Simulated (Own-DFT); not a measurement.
# How strain changes the stress of wurtzite AlGaN with randomly placed atoms, 72 atoms (Al9Ga27N36)

Calculated results; nothing here was measured. The program, named Own-DFT, is a retired in-house plane-wave density functional code that no person has reviewed. Each row is one single-point run on a periodic cell that was not relaxed, without spin or spin-orbit coupling.

Settings of every run: PBE; PseudoDojo norm-conserving scalar-relativistic files (stringent for Ga); cutoff 96 hartree; 4 x 4 x 3 k mesh centred on Gamma; Gaussian smearing of 0.01 eV.

Known limits: forces on such cells passed a denser k mesh, each cell not checked; stress not checked against mesh or cutoff.

Unstrained cell vectors in Å: (9.509, 0.000, 0.000); (-4.755, 8.235, 0.000); (0.000, 0.000, 10.269). The unstrained cell has measured lattice constants (interpolated for alloys), not those of this functional. That, the random moves and any unrelaxed bonds set the pressure at no strain. Each run strains this cell uniformly, with the atoms carried along. Every atom was also moved at random, by a Gaussian of width 0.05 Å on each axis. The random placing of the alloy's atoms differs from row to row. Strain is the symmetric tensor, in per cent. Stress is positive in tension, and the pressure is minus a third of its trace.

```
run,e_xx (%),e_yy (%),e_zz (%),s_xx (GPa),s_yy (GPa),s_zz (GPa),P (GPa),E (meV/atom)
1,0.00,0.00,2.00,-5.21,-4.96,0.30,3.29,12.0
2,0.00,0.00,0.25,-4.85,-7.34,-7.49,6.56,22.6
3,0.00,0.00,-0.25,-6.36,-7.96,-8.08,7.47,15.0
4,0.00,0.00,0.50,-5.76,-7.17,-4.69,5.88,7.2
5,0.00,0.00,1.00,-6.14,-7.25,-1.36,4.92,5.3
6,0.00,0.00,-1.75,-10.27,-7.19,-14.93,10.80,30.3
7,0.00,0.00,-0.50,-7.59,-6.16,-8.88,7.54,0.0
8,0.00,0.00,0.75,-4.71,-5.72,-5.55,5.33,8.1
9,0.00,0.00,1.50,?,?,?,?,?
```

E is the free energy for each atom above the lowest run shown.

## Worked fit

The change of volume is close to e_xx + e_yy + e_zz. A straight line through the runs shown gives P = 6.97 - 199 x (fractional change of volume) GPa, with an error of 9 on the slope and a scatter of 0.27 GPa. The strain isn't the same on all axes and the cell isn't cubic, so the slope belongs to this path and is not the bulk modulus.

## Withheld run

Question: what pressure should run 9 give? Its volume changes by 1.50 %.

The line gives 4.0 GPa. The calculation gave 4.28 GPa.
